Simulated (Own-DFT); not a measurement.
# Response to strain: rock-salt HfC, 64 atoms (C32Hf32)

Calculated results; nothing here was measured. They come from Own-DFT, an in-house plane-wave density functional program, since retired, whose code no person has reviewed. Each row is one single-point run on a periodic cell that was not relaxed, without spin or spin-orbit coupling.

Settings of every run: PBE; PseudoDojo norm-conserving scalar-relativistic files; cutoff 42 hartree; 4 x 4 x 4 k mesh centred on Gamma; cold (Marzari-Vanderbilt) smearing of 0.2 eV.

Known limits: hafnium file: forces about 75 meV/angstrom off all-electron values; forces on such cells failed a check on a denser k mesh; stress not checked against mesh or cutoff.

Unstrained cell vectors in Å: (3.784, -5.351, 6.554); (-3.784, 5.351, 6.554); (-7.568, -5.351, 0.000). The unstrained cell was taken from the Materials Project. The random moves and any unrelaxed bonds add to the pressure at no strain. Each run strains this cell uniformly, with the atoms carried along. Every atom was also moved at random, by a Gaussian of width 0.05 Å on each axis. Strain is the symmetric tensor, in per cent. Stress is positive in tension, and the pressure is minus a third of its trace.

| run | e_xx (%) | e_yy (%) | e_zz (%) | e_yz (%) | e_xz (%) | e_xy (%) | s_xx (GPa) | s_yy (GPa) | s_zz (GPa) | s_yz (GPa) | s_xz (GPa) | s_xy (GPa) | P (GPa) | E (meV/atom) |
|---|---|---|---|---|---|---|---|---|---|---|---|---|---|---|
| 1 | -1.70 | -0.81 | -1.21 | 1.43 | 1.50 | -1.90 | -19.39 | -14.45 | -13.62 | 5.34 | 4.87 | -9.18 | 15.82 | 57.4 |
| 2 | -1.98 | 1.29 | 1.27 | -1.99 | 1.45 | 0.16 | -11.59 | -0.40 | -0.69 | -7.75 | 5.87 | 0.18 | 4.23 | 12.0 |
| 3 | -1.89 | 1.71 | -0.40 | 0.49 | 1.64 | 1.64 | -12.07 | -0.36 | -8.09 | 1.03 | 6.23 | 6.12 | 6.84 | 38.9 |
| 4 | 0.77 | -0.52 | -0.54 | -1.33 | -0.51 | -1.45 | -2.97 | -7.00 | -6.48 | -5.37 | -1.16 | -5.82 | 5.48 | 0.0 |
| 5 | -1.05 | 0.36 | -0.71 | -0.76 | 1.86 | -1.88 | -13.16 | -7.08 | -9.24 | -3.79 | 7.05 | -8.06 | 9.83 | 36.9 |
| 6 | -1.60 | 0.66 | -0.06 | 1.72 | -1.54 | 0.66 | -11.82 | -4.44 | -7.34 | 7.68 | -6.65 | 2.82 | 7.87 | 5.7 |
| 7 | 0.17 | -0.12 | -1.50 | -0.68 | 0.95 | 1.38 | -6.11 | -8.07 | -14.14 | -3.34 | 4.06 | 6.27 | 9.44 | 18.0 |
| 8 | -0.42 | -0.10 | -0.57 | 1.50 | 0.35 | -1.19 | -8.47 | -6.86 | -8.05 | 6.16 | 0.48 | -4.69 | 7.79 | 3.4 |
| 9 | -1.82 | 1.17 | -1.12 | 0.22 | -1.24 | -1.90 | -15.94 | -3.88 | -10.61 | 1.28 | -4.40 | -8.23 | 10.15 | 30.5 |
| 10 | 1.04 | -0.11 | -1.88 | 1.12 | 0.78 | -1.13 | -2.36 | -6.57 | -12.29 | 4.08 | 2.41 | -4.14 | 7.07 | 3.9 |
| 11 | 0.28 | -1.45 | 1.73 | -1.13 | -1.21 | -1.68 | -5.15 | -9.85 | 1.75 | -3.98 | -4.13 | -6.88 | 4.42 | 28.9 |
| 12 | -0.45 | -0.16 | -1.14 | 0.71 | 0.09 | 1.74 | -9.16 | -9.45 | -13.27 | 2.94 | -0.08 | 7.11 | 10.63 | 36.1 |
| 13 | 1.99 | -1.79 | 0.54 | -0.74 | 0.14 | 1.41 | 2.78 | -10.11 | -3.23 | -3.76 | 1.33 | 5.91 | 3.52 | 12.0 |
| 14 | -0.68 | -0.74 | 1.70 | -0.76 | -0.88 | 1.57 | -6.83 | -7.54 | 0.84 | -3.03 | -2.81 | 5.98 | 4.51 | 17.1 |
| 15 | -1.94 | 1.97 | -1.55 | -0.10 | -1.11 | 1.64 | -13.56 | -0.60 | -14.00 | 0.46 | -4.41 | 6.66 | 9.38 | 31.2 |
| 16 | 1.81 | 1.90 | -1.36 | 0.58 | -0.87 | 0.10 | 4.16 | 4.06 | -7.55 | 2.41 | -3.07 | 0.83 | -0.22 | 5.1 |
| 17 | -0.10 | -1.12 | 0.38 | -0.56 | 0.30 | -1.27 | ? | ? | ? | ? | ? | ? | ? | ? |

E is the free energy for each atom above the lowest run shown.

## Worked fit

Each stress component was fitted by least squares to a constant and the strains of the runs shown, as fractions, with shears doubled. Shear strains stay in the fit of a normal stress only where such slopes are resolved. The slopes, in GPa:

| stress | at no strain | per e_xx | per e_yy | per e_zz | scatter |
|---|---|---|---|---|---|
| s_xx | -5.5 | 519 ± 18 | 164 ± 23 | 141 ± 20 | 0.78 |
| s_yy | -5.4 | 157 ± 12 | 494 ± 15 | 149 ± 14 | 0.55 |
| s_zz | -5.5 | 132 ± 11 | 129 ± 15 | 488 ± 13 | 0.51 |

Also, s_xx gains 27 ± 7 per 2 e_xy; s_zz gains -27 ± 5 per 2 e_xy.

Each shear stress against twice its own strain: yz 200 ± 5, xz 186 ± 3, xy 208 ± 4 GPa. These are stiffnesses along x, y and z of the frame in which the cell vectors are given, which need not be the crystal's axes. The atoms are held to the strained lattice; where symmetry lets them move under strain, relaxing them would lower some slopes. The table should be nearly symmetric about its diagonal, and what it lacks of that shows the noise. A ninth of its sum, 264 ± 9 GPa, estimates the bulk modulus near the mean pressure of these runs, 7.3 GPa, so it lies above the value at zero pressure.

## Withheld run

Question: what normal stresses and pressure should run 17 give?

The fit gives s_xx = -8.0, s_yy = -10.5, s_zz = -4.5 and P = 7.7 GPa. The calculation gave -8.26, -10.29, -4.60 and P = 7.71 GPa.
